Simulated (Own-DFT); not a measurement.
# Response to strain: wurtzite GaN, 72 atoms (Ga36N36)

Calculated results; nothing here was measured. The program, named Own-DFT, is a retired in-house plane-wave density functional code that no person has reviewed. Each row is one single-point run on a periodic cell that was not relaxed, without spin or spin-orbit coupling.

Settings of every run: PBE; PseudoDojo norm-conserving scalar-relativistic files (stringent for Ga); cutoff 96 hartree; 4 x 4 x 3 k mesh centred on Gamma; Gaussian smearing of 0.01 eV.

Known limits: forces not confirmed at this smearing and k mesh; stress not checked against mesh or cutoff.

Unstrained cell vectors in Å: (9.567, 0.000, 0.000); (-4.783, 8.285, 0.000); (0.000, 0.000, 10.370). The unstrained cell has measured lattice constants (interpolated for alloys), not those of this functional. That, the random moves and any unrelaxed bonds set the pressure at no strain. Each run strains this cell uniformly, with the atoms carried along. Every atom was also moved at random, by a Gaussian of width 0.05 Å on each axis. Strain is the symmetric tensor, in per cent. Stress is positive in tension, and the pressure is minus a third of its trace.

| run | e_xx (%) | e_yy (%) | e_zz (%) | e_yz (%) | e_xz (%) | e_xy (%) | s_xx (GPa) | s_yy (GPa) | s_zz (GPa) | s_yz (GPa) | s_xz (GPa) | s_xy (GPa) | P (GPa) | E (meV/atom) |
|---|---|---|---|---|---|---|---|---|---|---|---|---|---|---|
| 1 | 0.22 | 1.47 | 0.90 | -0.67 | 1.05 | 1.31 | -3.75 | -0.31 | -2.76 | -1.26 | 2.78 | 3.38 | 2.27 | 8.6 |
| 2 | 1.52 | -1.79 | 1.75 | 0.99 | 0.74 | -1.79 | -1.78 | -14.77 | 0.30 | 1.90 | 1.64 | -4.52 | 5.42 | 39.0 |
| 3 | 0.25 | 1.88 | 0.85 | -0.58 | -1.47 | -1.32 | -4.60 | 1.96 | -3.38 | -1.62 | -2.94 | -3.44 | 2.01 | 19.7 |
| 4 | 0.90 | -0.18 | 1.85 | -1.74 | -0.10 | -0.51 | -2.07 | -4.46 | -0.15 | -3.11 | -0.42 | -2.48 | 2.23 | 6.6 |
| 5 | 1.20 | 0.20 | 1.99 | 1.38 | -1.22 | -0.11 | -1.04 | -2.28 | 1.05 | 2.79 | -2.28 | -0.44 | 0.76 | 0.0 |
| 6 | 1.58 | 0.30 | -0.69 | -1.75 | -1.25 | 1.76 | -3.91 | -4.43 | -7.23 | -3.62 | -2.65 | 5.23 | 5.19 | 24.2 |
| 7 | -0.33 | 0.53 | 1.04 | 1.73 | -0.05 | 0.92 | -7.63 | -6.39 | -2.66 | 4.36 | -0.84 | 3.45 | 5.56 | 36.5 |
| 8 | -0.33 | 1.70 | 0.19 | 0.51 | -1.34 | -0.92 | -6.15 | -0.77 | -5.25 | 2.00 | -2.51 | -1.52 | 4.05 | 11.3 |
| 9 | -0.28 | -0.56 | 1.41 | -1.02 | 1.01 | 1.33 | -6.91 | -8.48 | -2.62 | -2.62 | 1.91 | 4.20 | 6.00 | 12.8 |
| 10 | 1.91 | -0.02 | -1.55 | 1.25 | 1.35 | -0.06 | -1.28 | -5.21 | -15.05 | 2.96 | 2.91 | 0.03 | 7.18 | 33.4 |
| 11 | -1.42 | 0.36 | 1.40 | -1.66 | 1.14 | -0.07 | -13.31 | -5.80 | -1.75 | -3.33 | 3.16 | -1.02 | 6.95 | 26.6 |
| 12 | 1.26 | -1.37 | -1.19 | 1.30 | -1.39 | -1.50 | -5.13 | -11.83 | -14.18 | 3.71 | -3.77 | -4.51 | 10.38 | 44.0 |
| 13 | 0.28 | 1.71 | -1.75 | 0.14 | -1.91 | -1.29 | -7.01 | -0.01 | -14.15 | 0.25 | -4.48 | -1.98 | 7.06 | 34.8 |
| 14 | -1.07 | 0.88 | -0.10 | -0.23 | 1.42 | -0.06 | -10.45 | -4.20 | -7.73 | -0.37 | 2.28 | 0.05 | 7.46 | 12.2 |
| 15 | 0.31 | 1.30 | -1.13 | -0.94 | 0.40 | 1.15 | ? | ? | ? | ? | ? | ? | ? | ? |

E is the free energy for each atom above the lowest run shown.

## Worked fit

Each stress component was fitted by least squares to a constant and the strains of the runs shown, as fractions, with shears doubled. Shear strains stay in the fit of a normal stress only where such slopes are resolved. The slopes, in GPa:

```
stress,at no strain,per e_xx,per e_yy,per e_zz,scatter
s_xx,-7.7,387 ± 35,95 ± 31,101 ± 25,1.06
s_yy,-7.1,121 ± 41,449 ± 37,50 ± 29,1.26
s_zz,-7.7,41 ± 37,71 ± 33,436 ± 26,1.13
```

Each shear stress against twice its own strain: yz 111 ± 7, xz 112 ± 7, xy 144 ± 10 GPa. These are stiffnesses along x, y and z of the frame in which the cell vectors are given, which need not be the crystal's axes. The atoms are held to the strained lattice; where symmetry lets them move under strain, relaxing them would lower some slopes. The table should be nearly symmetric about its diagonal, and what it lacks of that shows the noise. A ninth of its sum, 195 ± 8 GPa, estimates the bulk modulus near the mean pressure of these runs, 5.2 GPa, so it lies above the value at zero pressure.

## Withheld run

Question: what normal stresses and pressure should run 15 give?

The fit gives s_xx = -6.4, s_yy = -1.5, s_zz = -11.6 and P = 6.5 GPa. The calculation gave -6.12, -0.92, -12.84 and P = 6.63 GPa.
